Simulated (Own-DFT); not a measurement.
# Computed records: SiGe (diamond-structure random alloy, atoms displaced)

A calculation, not a measurement: plane-wave PBE density functional theory by an unreviewed code, no spin, of a simulated periodic cell, stress positive in tension, free energy of the whole cell less one offset for each atom, forces on such cells passed a denser k mesh, this cell's mesh not checked; offsets are fitted by least squares, one for each functional and potential file, so energies compare only between cells with the same atoms and settings and are not formation energies; the far tail of each file's local potential was reset to the Coulomb form; each entry is a single point on an unrelaxed cell, so the pressure reflects the starting lattice, mostly measured values, from which strain is counted, and rises with the displacements; printed positions are rounded, which can move forces by about a meV/angstrom; the program is a retired in-house code; no spin-orbit coupling. Program: Own-DFT development build.

```xyz
64
Lattice="11.0890 0.0000 0.0000 0.0000 11.0890 0.0000 0.0000 0.0000 11.0890" Properties=species:S:1:pos:R:3:force_x:R:1:force_y:R:1:force_z:R:1 formula=SiGe functional=PBE potential_files=PseudoDojo_norm-conserving,scalar-relativistic,standard_set wave_cutoff=42 occupations=Fermi-Dirac smearing_width=0.1 k_mesh=3_x_3_x_3_centred_on_Gamma free_energy_of_cell_above_offsets=-6.172 pressure=2.86 stress_xx=-2.82 stress_yy=-2.89 stress_zz=-2.85 stress_yz=-0.12 stress_xz=-0.19 stress_xy=-0.16
Ge     0.0374     0.0645    11.0858     -0.739     -0.724      0.348
Ge     0.0086     2.7889     2.7543      0.013      0.041     -0.077
Si     2.7372     0.0367     2.7433      0.271      0.092     -0.194
Si     2.7787     2.7706    11.0730      0.183     -0.195      0.775
Si     1.3639     1.3952     1.3960      0.863      0.392     -0.238
Ge     1.4361     4.1321     4.1778     -0.788      1.323     -1.139
Ge     4.1438     1.4071     4.1323     -0.188     -0.476      0.621
Si     4.1586     4.1494     1.3880     -0.802     -0.293      0.513
Ge    11.0689    11.0640     5.5760     -0.259      0.395       -0.3
Ge     0.0247     2.7596     8.3551     -0.845     -0.159      0.029
Si     2.7602    11.0514     8.3094      0.937      1.039     -0.038
Ge     2.6943     2.8279     5.5499      1.386     -0.987      0.148
Ge     1.3818     1.4292     6.9145      0.153     -1.065       0.66
Ge     1.3805     4.1483     9.7343      1.079      0.342     -0.469
Si     4.1860     1.4199     9.7568     -0.507     -0.779      -0.52
Ge     4.1176     4.1696     6.9217      0.623      0.263      0.774
Ge     0.0111     5.5338    11.0697      -0.54      0.223      1.019
Si     0.0102     8.3553     2.7979     -0.528     -0.495     -0.402
Si     2.7671     5.5597     2.7647     -0.037     -0.221     -0.587
Si     2.8026     8.3196    11.0478     -0.134     -0.268       0.69
Si     1.3552     6.9512     1.3819      0.563      0.315      0.151
Ge     1.4191     9.7423     4.1487     -0.556      0.206     -0.537
Ge     4.1502     6.9190     4.1535      0.129     -0.142     -0.032
Ge     4.2122     9.7394     1.4067     -1.555      0.231     -0.744
Ge     0.0229     5.5404     5.5684     -0.839     -0.027     -0.837
Si     0.0581     8.3384     8.3178     -1.297     -0.073      0.103
Si     2.8163     5.6178     8.3472     -0.614     -0.599     -0.183
Ge     2.7023     8.3114     5.5018      1.131      0.195       0.82
Ge     1.3534     6.9282     6.9309      0.517      0.145      0.748
Ge     1.4204     9.7160     9.6939     -0.076     -0.225      0.102
Si     4.1385     6.9626     9.6606      0.156     -0.073      0.802
Si     4.1642     9.7080     6.9525     -0.416      0.261     -0.594
Si     5.5201    11.0868     0.0271      0.586      0.386     -0.738
Ge     5.5901     2.7977     2.8281     -0.515      0.267     -0.811
Si     8.3328    11.0411     2.7565     -0.141      0.564      0.049
Ge     8.3124     2.7506    11.0542      0.556      0.536      0.367
Ge     6.9433     1.3992     1.3869     -0.038     -0.824      0.166
Ge     6.9160     4.2440     4.1761     -0.088     -0.017      0.646
Ge     9.6726     1.4279     4.1355      0.076     -0.968     -0.152
Si     9.6915     4.1709     1.4427      0.108     -0.146     -0.968
Si     5.5422    11.0829     5.5561     -0.203      0.258      0.346
Si     5.5261     2.7570     8.3624      0.335      0.008     -0.387
Si     8.3111     0.0060     8.3105     -0.175      -0.26      0.013
Ge     8.3003     2.7852     5.5353     -0.555     -0.155      0.075
Si     6.9272     1.4041     6.9160     -0.413      -0.35      0.521
Si     6.9326     4.1126     9.7138     -0.486      0.947     -0.374
Si     9.6953     1.3632     9.7235     -0.062     -0.103     -0.631
Ge     9.6827     4.1285     6.9174       0.15      0.448      0.643
Ge     5.4765     5.5716     0.0916      0.305     -0.421     -1.517
Ge     5.5216     8.3589     2.7290      0.475     -0.832      0.806
Ge     8.3533     5.5561     2.8033     -0.091     -0.067     -0.367
Si     8.3164     8.3253     0.0215      0.216      0.034     -0.489
Ge     6.9397     6.9152     1.4022      0.327      0.585     -0.185
Ge     6.9078     9.7173     4.1455      0.328      0.202       0.34
Si     9.6599     6.9242     4.1377      1.352      0.601      0.395
Si     9.6737     9.7079     1.4136      0.544     -0.234     -0.321
Si     5.5405     5.5822     5.5968     -0.006      0.137     -0.091
Ge     5.5278     8.3486     8.3326      0.115      -0.45     -0.396
Si     8.2890     5.5368     8.2897      0.027      0.187      0.732
Ge     8.3666     8.3239     5.5745     -0.792      -0.56     -0.431
Si     6.9216     6.9357     6.9397      0.133     -0.077      0.178
Si     6.8824     9.6746     9.7046      0.833      0.809      0.546
Si     9.7406     6.9204     9.7325     -0.691      0.566      -0.85
Si     9.6827     9.6834     6.9007      0.507      0.267      1.475
```

Units: wave_cutoff in hartree; smearing_width, free_energy_of_cell_above_offsets in eV; pressure, stress_xx, stress_yy, stress_zz, stress_yz, stress_xz, stress_xy in GPa; force_x, force_y, force_z in eV/Å.
